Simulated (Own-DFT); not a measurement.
# Which defects push the lattice out? C11b WSi2

The numbers are computed, not measured, by runs of the plane-wave DFT program Own-DFT (in-house, retired, unreviewed) at fixed positions, with no spin and no spin-orbit coupling.

Method: PBE; PseudoDojo norm-conserving scalar-relativistic files; cutoff 50 hartree; 5 x 5 x 5 k mesh centred on Gamma; cold (Marzari-Vanderbilt) smearing of 0.2 eV.

Limits: forces on such cells failed a check on a denser k mesh; stress not checked against mesh or cutoff.

All runs share one cell, with vectors in Å (-2.148, -5.953, 3.409); (-6.444, 2.976, 1.136); (-2.553, -2.948, -6.757) and a volume of 403.2 Å³. The atoms are randomly displaced, by u rms on each axis. The defect's site can differ from row to row.

| cell | formula | u (Å) | P (GPa) |
|---|---|---|---|
| no defect | Si20W10 | 0.0176 | 4.42 |
| no defect | Si20W10 | 0.0210 | 4.28 |
| no defect | Si20W10 | 0.0497 | 6.00 |
| one Si vacancy | Si19W10 | 0.0265 | 3.09 |
| one Si vacancy | Si19W10 | 0.0319 | 3.36 |
| one Si vacancy | Si19W10 | 0.0465 | 4.17 |
| one Si vacancy | Si19W10 | 0.0507 | ? |
| one Si on a W site | Si21W9 | 0.0288 | 6.55 |
| one Si on a W site | Si21W9 | 0.0311 | 6.35 |
| one Si on a W site | Si21W9 | 0.0462 | 6.88 |
| one W on a Si site | Si19W11 | 0.0281 | 10.02 |
| one W on a Si site | Si19W11 | 0.0316 | 10.11 |
| one W on a Si site | Si19W11 | 0.0478 | 10.80 |
| one W vacancy | Si20W9 | 0.0314 | 3.82 |
| one W vacancy | Si20W9 | 0.0481 | 5.16 |
| one W vacancy | Si20W9 | 0.0484 | 4.60 |

## Analysis

P = P0 + c u² + a shift for each defect gives P0 = 4.18 GPa, c = 668 ± 79 GPa/Å² and a scatter of 0.22 GPa. The shifts, and each times the cell's volume:

- one W on a Si site: 5.22 ± 0.18 GPa, 13.1 eV
- one Si on a W site: 1.54 ± 0.18 GPa, 3.9 eV
- one W vacancy: -0.91 ± 0.19 GPa, -2.3 eV
- one Si vacancy: -1.50 ± 0.18 GPa, -3.8 eV

Against the defect-free cell, a freed cell would be larger where the shift is positive and smaller where it is negative (160.2 GPa Å³ is 1 eV). The atoms around the defects weren't relaxed, which would change these numbers.

## Prediction

Question: what pressure belongs in the blank (one Si vacancy, u = 0.0507 Å)?

The fit gives 4.40 ± 0.27 GPa. The run itself gave 4.44 GPa.
